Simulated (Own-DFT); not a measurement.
# Misfit strain and the stress it brings: wurtzite AlGaN with randomly placed atoms, 72 atoms (Al9Ga27N36)

No measurement is shown. These are fixed-geometry runs of a retired plane-wave code named Own-DFT, which no person has reviewed; spin and spin-orbit coupling are neglected.

Settings: PBE; PseudoDojo norm-conserving scalar-relativistic files (stringent for Ga); cutoff 96 hartree; 4 x 4 x 3 k mesh centred on Gamma; Gaussian smearing of 0.01 eV.

Limits: forces on such cells passed a denser k mesh, each cell not checked; stress not checked against mesh or cutoff.

Unstrained cell vectors in Å: (9.509, 0.000, 0.000); (-4.755, 8.235, 0.000); (0.000, 0.000, 10.268). The unstrained cell has measured lattice constants (interpolated for alloys), not those of this functional. That, the random moves and any unrelaxed bonds set the pressure at no strain. Each run strains x and y alike by e, as a substrate would, and holds the height along z. Each coordinate of each atom was shifted by a normal deviate of width 0.05 Å. The random placing of the alloy's atoms differs from row to row. Stress is positive in tension.

| e (%) | u (Å) | (s_xx + s_yy)/2 (GPa) | s_zz (GPa) |
|---|---|---|---|
| -1.75 | 0.046 | -17.06 | -9.98 |
| -1.00 | 0.050 | -13.48 | -7.64 |
| -0.75 | 0.044 | -10.51 | -8.00 |
| 0.25 | 0.051 | -6.06 | -6.40 |
| 1.50 | 0.053 | 1.35 | -7.17 |
| 2.00 | 0.050 | 2.84 | -3.81 |
| 2.25 | 0.047 | ? | ? |
| 2.50 | 0.052 | 5.56 | -4.95 |
| 2.75 | 0.050 | 5.77 | -2.93 |
| 3.00 | 0.055 | 6.57 | -3.48 |

## Fit

With e as a fraction, the in-plane stress is -6.8 + 551 e - 3077 e² GPa (errors 20 and 1127, scatter 0.63), and s_zz is -7.2 + 123 e GPa (slope ± 20, scatter 0.99). At e = 0 the first slope is C11 + C12 and the second 2 C13, both with the ions held to the strained lattice and at the cell's own pressure. A free layer would change its height as e changes, and the in-plane slope would drop by 2 C13²/C33 to the biaxial modulus. At fixed height, a misfit of 1 % moves the in-plane stress by about 5.5 GPa and s_zz by 1.2 GPa.

## Test on the hidden row

Q: what are the two stresses at e = 2.25 %?

From the fit: 4.0 and -4.4 GPa. The run itself gave 4.10 and -2.94 GPa.
